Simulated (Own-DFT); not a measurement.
# Computed records: SiC (4H silicon carbide, atoms displaced)

All values are calculated (Own-DFT development build). A calculation, not a measurement: plane-wave PBE density functional theory by an unreviewed code, no spin, of a simulated periodic cell, stress positive in tension, free energy of the whole cell less one offset for each atom, forces on such cells passed a denser k mesh, this cell's mesh not checked; offsets are fitted by least squares, one for each functional and potential file, so energies compare only between cells with the same atoms and settings and are not formation energies; the far tail of each file's local potential was reset to the Coulomb form; each entry is a single point on an unrelaxed cell, so the pressure reflects the starting lattice, mostly measured values (interpolated for alloys), from which strain is counted, and rises with the displacements; printed positions are rounded, which can move forces by about a meV/angstrom; the program, named Own-DFT, is a retired in-house code; no spin-orbit coupling.

Settings shared by all entries: functional PBE; potential files PseudoDojo norm-conserving, scalar-relativistic, standard set; wave cutoff 42 hartree; occupations Fermi-Dirac; smearing width 0.1 eV; hardware one NVIDIA H100; k mesh 5 x 5 x 3 centred on Gamma.

(1) 
```xyz
32
Lattice="6.1654 0.0000 0.0000 -3.0827 5.3394 0.0000 0.0000 0.0000 10.0681" Properties=species:S:1:pos:R:3:force_x:R:1:force_y:R:1:force_z:R:1 formula=SiC free_energy_of_cell_above_offsets=-4.853 pressure=3.67 stress_xx=-2.13 stress_yy=-4.08 stress_zz=-4.8 stress_yz=0.02 stress_xz=-0.55 stress_xy=-0.09 wall_time=121.4
Si     3.0840     5.3356     4.0724      0.052     -0.353      -0.26
Si     0.0255     1.7564     1.5789     -0.575      0.812     -0.564
C      3.0187     5.3200     0.9448      1.596      0.557     -0.026
C     -0.0130     1.7306     3.4522     -0.424      1.265      0.191
Si     4.5666     2.7090     4.0577       0.87     -1.074      0.059
Si    -1.5487     4.4169     1.5167     -0.403      0.734      1.328
C     -1.5572     2.7012     0.9242      0.257     -1.903      0.303
C     -1.5609     4.4461     3.4673      0.689      0.392     -0.883
Si     0.0357     5.3339     4.0992     -0.933     -0.097     -1.023
Si     3.0615     1.7279     1.5680      0.432       1.02     -0.197
C      0.0035     5.2966     0.9415     -0.363       0.66     -0.078
C      3.0817     1.7590     3.4385     -0.479      0.183      0.376
Si     1.5016     2.6500     4.0674      0.823      0.105     -0.001
Si     1.5426     4.4570     1.5856     -0.456     -0.603     -0.316
C      1.5639     2.7058     0.9439     -0.469     -1.287     -0.342
C      1.5502     4.4631     3.4305     -0.177     -0.683      0.884
Si    -3.0620     5.3165     9.1645     -0.634      0.074      -1.21
Si     3.0907     3.5337     6.6192          0      0.758     -0.155
C      0.0277     0.0111     5.9199     -0.854     -0.571      1.111
C      3.1064     3.5196     8.5137     -0.579      0.705     -0.425
Si     4.5933     2.6355     9.1291      1.564      0.423     -0.439
Si     4.6452     0.9260     6.5422     -0.601     -1.612      0.846
C      4.6137     2.6595     5.9613     -0.023      0.506     -0.504
C      4.6267     0.8749     8.4698      0.508      0.107      0.152
Si     3.0725     0.0395     9.1430      1.187     -1.134     -0.615
Si    -0.0449     3.5554     6.5864      1.468      0.092      0.289
C     -0.0050     5.3024     5.9185      0.085      0.838      1.321
C      0.0354     3.6123     8.4868     -1.033     -1.094      0.017
Si     1.5343     2.6343     9.0824      -0.01        1.3      0.857
Si     1.4991     0.8905     6.5914      1.544     -0.339     -0.049
C      1.6002     2.6453     5.9653     -1.584      0.422     -0.052
C      1.5829     0.8817     8.5164     -1.474     -0.203     -0.593
```

Units: free_energy_of_cell_above_offsets in eV; pressure, stress_xx, stress_yy, stress_zz, stress_yz, stress_xz, stress_xy in GPa; wall_time in s; force_x, force_y, force_z in eV/Å.

(2) 
```xyz
32
Lattice="6.1654 0.0000 0.0000 -3.0827 5.3394 0.0000 0.0000 0.0000 10.0681" Properties=species:S:1:pos:R:3:force_x:R:1:force_y:R:1:force_z:R:1 formula=SiC free_energy_of_cell_above_offsets=-4.687 pressure=3.81 stress_xx=-4.52 stress_yy=-2.27 stress_zz=-4.63 stress_yz=-0.35 stress_xz=-0.39 stress_xy=-1.17 wall_time=113.1
Si     3.0464     5.3364     4.0968      1.654       1.15     -0.423
Si     0.0205     1.8241     1.5483     -0.667      -1.68      0.652
C      0.0247     0.0053     0.9732     -1.182     -0.342     -0.637
C      0.0292     1.8463     3.4412     -0.508     -1.101      0.622
Si     4.6161     2.6239     4.1089      1.192          2     -0.688
Si    -1.5336     4.4336     1.5791     -0.413      0.832     -0.327
C     -1.5005     2.6911     0.9182     -0.932     -0.394       0.16
C     -1.5285     4.5140     3.4316     -0.666     -1.337      0.927
Si     3.0394     0.0467     4.0623      1.311     -0.683      0.942
Si     3.0760     1.8084     1.5376      0.551     -0.622      0.595
C     -0.0275     5.3349     0.9192      0.731      0.124      0.798
C      3.0971     1.8347     3.4897     -0.124     -1.066     -1.183
Si     1.5762     2.6362     4.1407     -0.866      1.225     -0.219
Si     1.4940     4.3977     1.6059      1.214      1.034     -0.176
C      1.5205     2.6161     0.9331      0.943      1.553     -0.921
C      1.5996     4.4479     3.5385      -2.31     -0.424     -1.252
Si     6.1457     0.0134     9.1148       0.04     -0.704       0.73
Si     3.1113     3.5963     6.5727     -0.771     -1.309      0.595
C      3.0514     5.3033     5.9776      0.224       1.74      0.062
C      3.0927     3.5137     8.4635      0.369      1.369      0.234
Si     4.6194     2.6712     9.1169      0.565      0.061     -0.358
Si     4.5944     0.8867     6.6376      0.214      0.384     -0.898
C     -1.5459     2.7094     5.9570      0.367     -0.917      0.665
C      4.5772     0.8712     8.4897      0.946      0.632      0.567
Si     0.0024     5.3235     9.1305      -0.75      0.674     -0.078
Si    -0.0261     3.5990     6.6110      0.787     -0.225     -0.664
C      3.0713     0.0318     6.0036     -0.559     -0.032      -0.82
C      0.0129     3.6213     8.4743       -0.3     -1.654      0.381
Si     1.5729     2.6931     9.0549      -1.07     -0.797      0.825
Si     1.5039     0.8881     6.6445      0.385       0.14     -0.859
C      1.5575     2.6773     6.0021     -0.594     -0.165      0.258
C      1.5153     0.8667     8.4933      0.219      0.536      0.487
```

Units: free_energy_of_cell_above_offsets in eV; pressure, stress_xx, stress_yy, stress_zz, stress_yz, stress_xz, stress_xy in GPa; wall_time in s; force_x, force_y, force_z in eV/Å.

(3) 
```xyz
32
Lattice="6.1654 0.0000 0.0000 -3.0827 5.3394 0.0000 0.0000 0.0000 10.0681" Properties=species:S:1:pos:R:3:force_x:R:1:force_y:R:1:force_z:R:1 formula=SiC free_energy_of_cell_above_offsets=-4.826 pressure=3.68 stress_xx=-2.79 stress_yy=-3.41 stress_zz=-4.84 stress_yz=-0.58 stress_xz=0.08 stress_xy=-0.76 wall_time=120.1
Si    -0.0235     0.0839     4.0679      0.496     -2.287      0.444
Si    -0.0379     1.7878     1.5832      1.208      0.389      0.199
C      0.0177     0.0674     0.9194     -0.596     -1.547      0.581
C      0.0114     1.7829     3.4966      0.056      1.214     -0.902
Si    -1.5237     2.6447     4.0936     -0.571      1.141      0.226
Si    -1.5798     4.4224     1.5676      0.907      1.329       -0.5
C     -1.5130     2.6723     0.9250     -1.027      0.047      0.472
C     -1.5123     4.4912     3.4198     -1.817     -1.235      0.727
Si    -0.0601     5.3152     4.0753      1.746      1.161      0.613
Si     3.1151     1.7751     1.5954     -1.033      0.605     -0.432
C      3.0532     0.0522     0.9173      0.336      -1.26      0.138
C      3.0779     1.8193     3.4769      0.218     -0.779     -0.058
Si     1.5624     2.7024     4.1229     -0.192      0.008     -1.619
Si     1.5323     4.4286     1.5265     -0.215       1.71      0.794
C      1.5051     2.7146     0.9413      0.674     -1.451      0.509
C      1.5343     4.4608     3.4647     -0.008      0.344     -0.309
Si    -3.0609     5.3237     9.1326     -0.872      0.562     -0.319
Si     3.0483     3.5696     6.5955      0.612       0.23      0.413
C      0.0232     0.0352     5.9736     -0.144     -0.426      0.005
C      3.0433     3.5533     8.5368      0.414      -0.06     -0.648
Si     4.6106     2.6660     9.1308     -0.372     -0.522     -0.504
Si     4.6660     0.9109     6.6000     -1.213     -0.672      0.297
C      4.5963     2.6560     5.9954       0.49      0.722     -0.416
C      4.5746     0.8651     8.5059      1.832      0.653     -0.433
Si     0.0222     5.3380     9.0875      -1.07     -0.727      0.716
Si     0.0177     3.5289     6.6111     -0.876      0.974     -0.237
C      3.0920     0.0084     5.9889     -0.327     -0.186          0
C     -0.0406     3.5109     8.4917      0.926      0.562      0.202
Si     1.5322     2.6403     9.1665     -0.496      0.655     -0.538
Si     1.5262     0.9132     6.6596      0.933     -0.177     -1.137
C      1.5344     2.6989     5.9210      0.099     -0.628      1.966
C      1.5447     0.8999     8.5235     -0.119     -0.346      -0.25
```

Units: free_energy_of_cell_above_offsets in eV; pressure, stress_xx, stress_yy, stress_zz, stress_yz, stress_xz, stress_xy in GPa; wall_time in s; force_x, force_y, force_z in eV/Å.

(4) 
```xyz
32
Lattice="6.1654 0.0000 0.0000 -3.0827 5.3394 0.0000 0.0000 0.0000 10.0681" Properties=species:S:1:pos:R:3:force_x:R:1:force_y:R:1:force_z:R:1 formula=SiC free_energy_of_cell_above_offsets=-4.240 pressure=4.02 stress_xx=-4.3 stress_yy=-4.09 stress_zz=-3.67 stress_yz=0.43 stress_xz=0.19 stress_xy=0.65 wall_time=120.2
Si    -3.0494     5.3319     4.0588     -0.449     -0.126      1.182
Si    -0.0422     1.8084     1.5611      1.413     -0.529      0.845
C      3.0793     5.3235     0.9219      0.491      0.954      0.858
C      0.0658     1.7778     3.5168     -1.856     -0.411     -1.802
Si     4.6101     2.6149     4.0432      0.726      1.276      0.261
Si    -1.5334     4.4754     1.5613      0.174     -0.378      0.595
C     -1.5251     2.6805     0.9895     -1.202      0.326     -1.395
C     -1.5373     4.4624     3.4459      0.456     -0.655      0.218
Si     3.1382     0.0180     4.0666     -1.995     -0.242      0.945
Si     3.0838     1.7990     1.5632     -0.438     -0.626     -0.791
C      0.0136     5.2960     0.9608      -0.11      1.393     -0.795
C      3.0877     1.7661     3.4093     -0.356      0.383      1.077
Si     1.5189     2.6899     4.0586      1.158     -0.326      0.976
Si     1.5864     4.4512     1.5733     -1.297       0.35      0.165
C      1.5063     2.7320     0.9517       0.69     -1.659     -0.498
C      1.5076     4.4451     3.4846      1.655      0.272     -0.939
Si     0.0407     0.0731     9.1669     -1.915     -1.957     -1.346
Si     3.0878     3.4861     6.5994     -0.435      1.752      -0.77
C      3.0215     5.3235     5.9592      1.163     -0.146      0.353
C      3.0548     3.5711     8.4568      0.081      0.002      1.116
Si     4.5843     2.7066     9.0907      0.119       -1.3      0.754
Si     4.6127     0.9232     6.6259      0.215     -1.375     -0.545
C      4.6264     2.6398     5.9231      -0.11       0.58       0.71
C      4.6481     0.8455     8.4824     -0.963      1.328      0.917
Si    -0.0993     5.2942     9.0928      3.213      1.622      1.814
Si    -0.0023     3.5938     6.6022     -0.645     -0.832      0.431
C     -0.0363     5.3197     6.0288      0.407      1.488     -1.129
C     -0.0212     3.6104     8.5692     -0.275     -2.354     -2.092
Si     1.5036     2.6627     9.1076      0.773      0.665      0.607
Si     1.5256     0.9093     6.6423      -1.01     -0.767     -1.418
C      1.4930     2.6918     5.9737      0.871     -0.704       0.12
C      1.5422     0.8431     8.5193     -0.548      1.994     -0.421
```

Units: free_energy_of_cell_above_offsets in eV; pressure, stress_xx, stress_yy, stress_zz, stress_yz, stress_xz, stress_xy in GPa; wall_time in s; force_x, force_y, force_z in eV/Å.
